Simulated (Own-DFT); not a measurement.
# What random displacements cost in 3C SiC, 64 atoms (C32Si32)

Calculated results; nothing here was measured. They come from Own-DFT, an in-house plane-wave density functional program, since retired, whose code no person has reviewed. Each row is one single-point run on a periodic cell that was not relaxed, without spin or spin-orbit coupling.

Settings of every run: PBE; PseudoDojo norm-conserving scalar-relativistic files; cutoff 42 hartree; 4 x 4 x 4 k mesh centred on Gamma; Fermi-Dirac smearing of 0.1 eV.

Known limits, some of them of some rows only: some atoms lie very close together; forces on such cells passed a denser k mesh, each cell not checked; stress not checked against mesh or cutoff.

Cell vectors in Å: (8.719, 0.000, 0.000); (0.000, 8.719, 0.000); (0.000, 0.000, 8.719). In each run every atom was moved at random and independently from its ideal site; u is the rms move along one axis. E is the free energy for each atom above the fitted value at u = 0, and F the rms of the force components.

```
run   u (Å)  E (meV/atom)  F (eV/Å)  largest force (eV/Å)  P (GPa)
  1  0.0295          29.9     0.876                  3.18     3.81
  2  0.0298          32.6     0.900                  2.66     3.86
  3  0.0301          28.7     0.832                  2.82     3.81
  4  0.0625             ?         ?                     ?        ?
  5  0.0662         156.2     1.877                  6.21     6.63
  6  0.0959         287.9     2.518                  9.22     8.83
  7  0.0995         359.1     2.978                  9.28    11.79
  8  0.1566         963.6     5.997                 29.70    26.35
```

## Worked fit

For small independent moves the energy grows as E = (3/2) K u², with K the mean stiffness felt by one atom. The runs with u up to 0.11 Å give K = 22.9 ± 1.0 eV/Å², with residuals divided by u² + 0.0006 Å², since the noise grows with the moves. The scatter is 6.4 meV/atom at u = 0.05 Å. The forces follow F = G u with G = 28.7 eV/Å²; no force at u = 0 is resolved. G exceeds K because the moves of its neighbours add to the force on an atom, and stiffness differs between atoms. At u = 0.157 Å the parabola gives 842 meV/atom and the run 964. The pressure follows P = 3.15 + 758 u² GPa: at fixed volume, shortened bonds push harder than stretched ones pull.

## Withheld run

Question: what energy and rms force should run 4 give?

The fit gives 134 ± 11 meV/atom and about 1.79 eV/Å. The calculation gave 149.6 meV/atom and 2.107 eV/Å.
